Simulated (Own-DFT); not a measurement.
# Point defects and the pressure they add: C11b WSi2

Calculated, not measured: single-point runs of Own-DFT, a retired in-house plane-wave DFT program that no person has reviewed, on unrelaxed cells, without spin or spin-orbit coupling.

All runs used: PBE; PseudoDojo norm-conserving scalar-relativistic files; cutoff 50 hartree; 5 x 5 x 5 k mesh centred on Gamma; cold (Marzari-Vanderbilt) smearing of 0.2 eV.

Known weak points: forces on such cells failed a check on a denser k mesh; stress not checked against mesh or cutoff.

All runs share one cell, with vectors in Å (-2.148, -5.953, 3.409); (-6.444, 2.976, 1.136); (-2.553, -2.948, -6.757) and a volume of 403.2 Å³. u is the rms random offset of the atoms per axis. The defect's site can differ from row to row.

```
              cell  formula   u (Å)  P (GPa)
         no defect  Si20W10  0.0206     4.44
         no defect  Si20W10  0.0222     4.38
         no defect  Si20W10  0.0536     5.95
one W on a Si site  Si19W11  0.0318     9.92
one W on a Si site  Si19W11  0.0319     9.98
one W on a Si site  Si19W11  0.0529    12.10
    one Si vacancy  Si19W10  0.0279     3.19
    one Si vacancy  Si19W10  0.0290        ?
    one Si vacancy  Si19W10  0.0513     4.39
    one Si vacancy  Si19W10  0.0540     5.06
one Si on a W site   Si21W9  0.0303     6.33
one Si on a W site   Si21W9  0.0475     7.48
one Si on a W site   Si21W9  0.0510     7.82
```

## What the rows give

P = P0 + c u² + a shift for each defect gives P0 = 3.87 GPa, c = 832 ± 88 GPa/Å² and a scatter of 0.28 GPa. The shifts, and each times the cell's volume:

- one W on a Si site: 5.46 ± 0.23 GPa, 13.7 eV
- one Si on a W site: 1.74 ± 0.24 GPa, 4.4 eV
- one Si vacancy: -1.42 ± 0.24 GPa, -3.6 eV

Positive is outwards. The product with the volume (160.2 GPa Å³ to the eV) is nearly free of the cell's size; divided by the bulk modulus at the cell's pressure it gives the volume that the defect adds. The atoms around the defects weren't relaxed, which would change these numbers.

## Check

Q: what pressure belongs in the blank (one Si vacancy, u = 0.0290 Å)?

The fit gives 3.16 ± 0.35 GPa. The hidden result is 3.05 GPa.
